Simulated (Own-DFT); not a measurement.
AlGa₃N₄ (wurtzite random alloy, strained, atoms displaced), Al₃GaN₄ (wurtzite random alloy, strained, atoms displaced) (calculated)

All values are calculated (Own-DFT development build). A calculation, not a measurement: plane-wave PBE density functional theory by an unreviewed code, no spin, of a simulated periodic cell, stress positive in tension, free energy of the whole cell less one offset for each atom, forces on such cells passed a denser k mesh, this cell's mesh not checked; offsets are fitted by least squares, one for each functional and potential file, so energies compare only between cells with the same atoms and settings and are not formation energies; the far tail of each file's local potential was reset to the Coulomb form; each entry is a single point on an unrelaxed cell, so the pressure reflects the starting lattice, mostly measured values, from which strain is counted, and rises with the displacements; printed positions are rounded, which can move forces by about a meV/angstrom; the program is a retired in-house code; no spin-orbit coupling.

Settings shared by all entries: functional PBE; potential files PseudoDojo norm-conserving, scalar-relativistic, standard set with the stringent files for Ga; wave cutoff 96 hartree; occupations Gaussian; smearing width 0.01 eV; k mesh 4 x 4 x 3 centred on Gamma.

(1) 
```xyz
72
Lattice="9.7232 0.0000 0.0000 -4.8616 8.4205 0.0000 0.0000 0.0000 10.2685" Properties=species:S:1:pos:R:3:force_x:R:1:force_y:R:1:force_z:R:1 formula=AlGa3N4 free_energy_of_cell_above_offsets=-9.907 pressure=-1.47 stress_xx=4.11 stress_yy=3.59 stress_zz=-3.28 stress_yz=-0.76 stress_xz=-0.08 stress_xy=-0.17
Al    -0.0142     1.9267     0.0212      0.139     -1.029      -0.06
Ga     1.6363     0.9578     2.6209       0.18     -0.147     -0.973
N      0.0680     1.9582     2.0008     -0.893      -1.79     -1.671
N      1.6471     0.9378     4.5099     -1.495     -0.715      0.888
Al    -0.0293     1.9050     5.1073      0.887     -0.357     -0.106
Ga     1.6386     1.0103     7.7070      0.271     -1.389     -0.722
N     -0.0197     1.9050     7.0829       0.44     -0.732     -1.407
N      1.6740     0.9411     9.6125     -2.402     -0.736      1.351
Ga    -1.6699     4.6402    10.1719     -0.092      1.034      1.018
Ga    -0.0037     3.7232     2.5983     -0.153      1.447      -1.42
N     -1.6256     4.6958     1.8886     -0.182     -1.777      -0.14
N     -0.0044     3.7418     4.4506      0.397     -0.587      2.092
Ga    -1.6013     4.5940     5.1309     -0.459      0.525     -0.252
Ga     0.0096     3.6728     7.7380      0.389      0.953     -0.093
N     -1.5425     4.6467     7.1019      0.009      0.738     -0.037
N     -0.0168     3.7862     9.6720     -0.612     -1.722     -0.209
Al    -3.1112     7.4743     0.0343     -2.077       0.81     -0.785
Ga    -1.7149     6.4166     2.5303      0.946      1.935      1.051
N     -3.2451     7.5008     1.9588      0.112      0.068     -0.819
N     -1.6794     6.4384     4.5462       1.06      1.212     -0.154
Al    -3.2431     7.4119     5.0691      0.073      0.682      1.031
Al    -1.5131     6.4559     7.6810     -1.119      1.681     -0.217
N     -3.2608     7.4636     7.0340      0.658     -0.021     -0.042
N     -1.6199     6.6344     9.6118     -0.109     -1.424      -0.55
Ga     3.1300     1.8602     0.0498      2.174      0.934     -2.393
Ga     4.8653     1.0169     2.6129     -0.157     -1.095     -0.588
N      3.2755     1.8749     1.8718     -0.509      0.415      2.564
N      4.8658     0.8196     4.5254      0.215      0.563      0.597
Ga     3.2101     1.8525     5.0732      0.916      0.399      1.238
Ga     4.8602     0.8691     7.6973     -0.079      0.751        0.4
N      3.2471     1.8771     7.1207      0.278      1.022     -1.118
N      4.8675     0.9572     9.6540      0.511      0.374      0.633
Ga     1.5347     4.7099    10.2173      1.814      0.343     -0.015
Ga     3.1838     3.7815     2.5102      0.541      0.249     -0.264
N      1.5780     4.7272     1.8966     -0.005      -0.29      0.492
N      3.2046     3.7883     4.4622      0.373     -0.576      0.486
Ga     1.6232     4.7358     5.1499     -0.153     -0.958     -0.094
Al     3.2741     3.8173     7.6365     -0.813     -1.632      1.106
N      1.5558     4.6812     7.1099      1.596     -0.348     -0.202
N      3.2671     3.7264     9.5761     -0.983      0.568      0.183
Ga    -0.0506     7.5282     0.0531      0.887      0.487      -0.62
Ga     1.5426     6.5764     2.5274      1.066     -0.213      0.345
N     -0.0055     7.5201     1.9856      -1.02      0.044      0.272
N      1.7181     6.5572     4.5546     -2.007      0.234     -0.668
Al     0.0483     7.3965     5.1242     -0.848      0.229     -0.403
Ga     1.6963     6.5581     7.7141      -2.42     -0.933      0.665
N      0.0575     7.4019     7.0223     -0.713      0.232      0.046
N      1.5600     6.5976     9.6313      1.168     -0.188      0.755
Al     6.5257     1.9328     0.1023     -1.074     -1.052     -2.712
Ga     8.0682     0.8681     2.5041      0.636      1.077      0.587
N      6.4656     1.9301     1.9220      0.396      -1.18      0.601
N      8.1342     0.9659     4.5167      0.094     -0.315      0.295
Ga     6.5118     1.8595     5.2087     -0.762      0.195     -1.376
Ga     8.1487     0.9314     7.6306     -1.223      1.006       1.74
N      6.4885     1.9824     7.0920      0.296     -1.952       0.27
N      8.0642     0.9271     9.6684      0.906       0.48      0.613
Ga     4.9013     4.6786    10.2211     -2.125      0.532     -0.057
Ga     6.4412     3.6830     2.5746      0.337      1.847     -0.265
N      4.8814     4.7444     1.8923       -0.4     -1.672      0.406
N      6.4572     3.7564     4.4852     -0.009     -0.657      0.902
Ga     4.8487     4.7192     5.1688      0.009     -0.389     -0.157
Ga     6.6008     3.7811     7.6482     -2.239      0.158      1.232
N      4.8370     4.6496     7.1493      0.514      1.094     -0.831
N      6.3845     3.7587     9.6950      2.624     -1.466     -1.105
Al     3.2854     7.3873    10.2511     -1.355      1.458     -0.191
Ga     4.8550     6.5094     2.4752     -0.414      1.266      1.198
N      3.2047     7.4993     1.8738      0.231     -0.715      0.088
N      4.8769     6.5525     4.5210     -0.312      0.577     -0.221
Ga     3.2010     7.4841     5.2304      1.578      0.445     -1.265
Ga     4.7541     6.6871     7.7132      3.251     -1.993      0.324
N      3.1913     7.4829     7.1920      0.188      1.337     -1.781
N      4.8393     6.5629     9.6560      1.055      0.647      0.514
```

Units: free_energy_of_cell_above_offsets in eV; pressure, stress_xx, stress_yy, stress_zz, stress_yz, stress_xz, stress_xy in GPa; force_x, force_y, force_z in eV/Å.

(2) 
```xyz
72
Lattice="9.2059 0.0000 0.0000 -4.6029 7.9725 0.0000 0.0000 0.0000 10.0655" Properties=species:S:1:pos:R:3:force_x:R:1:force_y:R:1:force_z:R:1 formula=Al3GaN4 free_energy_of_cell_above_offsets=-19.474 pressure=16.1 stress_xx=-19.57 stress_yy=-18.38 stress_zz=-10.36 stress_yz=0.98 stress_xz=-0.22 stress_xy=-0.28
Al    -0.0664     1.7806     0.0397      0.841       0.07      0.184
Al     1.4999     0.8773     2.4641      1.444      0.043      1.839
N      0.0274     1.7956     1.9812       0.01     -0.641     -1.867
N      1.4551     0.9053     4.4790      3.498       -1.5     -2.734
Ga     0.0366     1.7630     5.0220     -1.718      1.837      1.319
Al     1.4524     0.9381     7.5746       2.33     -1.017     -0.018
N      0.0311     1.7880     6.9694     -2.449     -0.307      0.153
N      1.5374     0.8789     9.4394     -2.886     -1.084      0.616
Al    -1.5158     4.5709    10.0466     -0.185     -4.919      1.351
Al     0.0794     3.4922     2.6230     -0.864      1.772     -2.245
N     -1.5447     4.3659     1.9398      2.558      2.214     -1.251
N      0.0177     3.5637     4.3749      0.769      0.179      1.963
Ga    -1.5106     4.4433     5.0543     -0.264     -1.278      0.726
Al    -0.0907     3.4845     7.5854      2.081      1.696      0.645
N     -1.5340     4.4288     7.0097     -0.978      0.061       0.23
N     -0.0317     3.5148     9.5221      0.374      0.931     -0.437
Al    -3.0849     7.0746     0.0243      0.302      0.227     -1.118
Al    -1.5451     6.2362     2.4290      -0.93     -3.048      3.033
N     -3.0416     7.0632     1.9312     -0.458      1.423     -1.443
N     -1.5764     6.1499     4.5034      0.699      2.215     -2.845
Ga    -3.1494     7.0361     5.0324      3.116      2.025       1.54
Al    -1.5290     6.2574     7.5584     -0.429     -1.401      0.196
N     -3.0077     7.1451     7.0293     -2.651     -0.976     -0.586
N     -1.5227     6.1676     9.4575      0.543      3.731     -0.067
Ga     2.9421     1.7665     0.0292      2.559      1.235       0.16
Al     4.6099     0.8721     2.4726      0.197      0.608      1.579
N      3.1137     1.8219     1.9777      -1.18     -2.311     -0.621
N      4.6110     0.8762     4.4587     -0.908      2.347     -2.648
Al     3.0406     1.7583     4.9984       0.21      0.097      0.944
Al     4.6259     0.8132     7.6192     -1.243      0.976     -2.121
N      3.0319     1.7007     6.9400      0.959      0.668     -0.127
N      4.5970     0.9066     9.4258     -1.551     -2.297       0.81
Al     1.5131     4.4106     0.1277      0.808     -0.187     -3.196
Al     3.0906     3.5160     2.5067     -0.296      1.387      1.247
N      1.5644     4.4038     1.8992     -0.203      1.194      1.545
N      3.0423     3.5377     4.3919      0.736      0.064      0.688
Al     1.5537     4.3977     5.1043     -0.098      0.465     -0.438
Al     3.1694     3.4932     7.5202      -4.01     -1.481      1.023
N      1.5472     4.4039     6.9762     -0.589     -0.989      0.051
N      3.1151     3.5224     9.3968     -0.376      1.553      1.136
Al     0.0898     7.0893     0.0764     -1.548      0.229     -1.443
Al     1.5557     6.3342     2.5262     -0.272     -2.562      0.858
N     -0.0900     7.0343     1.9366      2.984      1.854     -0.927
N      1.5446     6.1710     4.4432      1.126      0.729     -1.001
Ga     0.0138     7.1712     4.9914     -0.734     -3.109      0.952
Ga     1.5279     6.2148     7.5955     -1.055     -0.889     -0.968
N     -0.0944     7.0945     6.8889      1.885      0.201      1.495
N      1.6004     6.2628     9.4767     -1.383     -1.384      1.456
Ga     6.0263     1.7659     0.0162      1.984      1.219      1.072
Al     7.7425     0.8868     2.4628     -1.204      0.551      0.973
N      6.1673     1.7462     1.9470     -0.234      0.208      0.248
N      7.7006     0.9742     4.3647     -0.074     -2.698     -0.563
Ga     6.1799     1.7843     5.0201     -0.909     -0.409     -0.178
Al     7.6490     0.9645     7.6484      0.507     -1.342     -1.495
N      6.1296     1.7429     6.8873      0.109     -0.357      2.499
N      7.6488     0.8960     9.4840      0.383     -0.813      0.108
Al     4.6638     4.5263    10.0143     -1.062       -2.7      0.882
Al     6.2118     3.6260     2.5016     -2.466     -2.331      1.661
N      4.5951     4.3863     1.9927      0.861      0.061     -2.293
N      6.0928     3.5255     4.4939      0.554      1.496     -1.763
Al     4.6503     4.4441     5.1021     -1.642     -0.614     -2.097
Al     6.1075     3.4888     7.5537      0.308      0.961      0.011
N      4.5104     4.3702     6.9157      3.499      1.664     -0.149
N      6.1637     3.5372     9.4576     -0.088      1.495     -0.452
Al     3.0632     7.0689     0.0538      1.174      0.758     -2.411
Ga     4.5620     6.1953     2.4255      0.989     -0.868      1.878
N      3.1002     7.1134     1.8206     -1.598      0.859       1.61
N      4.6529     6.2080     4.3988     -3.925     -1.323      0.016
Al     3.0737     7.1567     5.0685      -0.22     -0.702     -1.578
Al     4.5200     6.1883     7.3475      3.737     -0.725      3.122
N      3.0821     6.9757     6.8844     -1.476      3.885     -0.028
N      4.5927     6.2126     9.4536      0.021      1.074     -0.712
```

Units: free_energy_of_cell_above_offsets in eV; pressure, stress_xx, stress_yy, stress_zz, stress_yz, stress_xz, stress_xy in GPa; force_x, force_y, force_z in eV/Å.
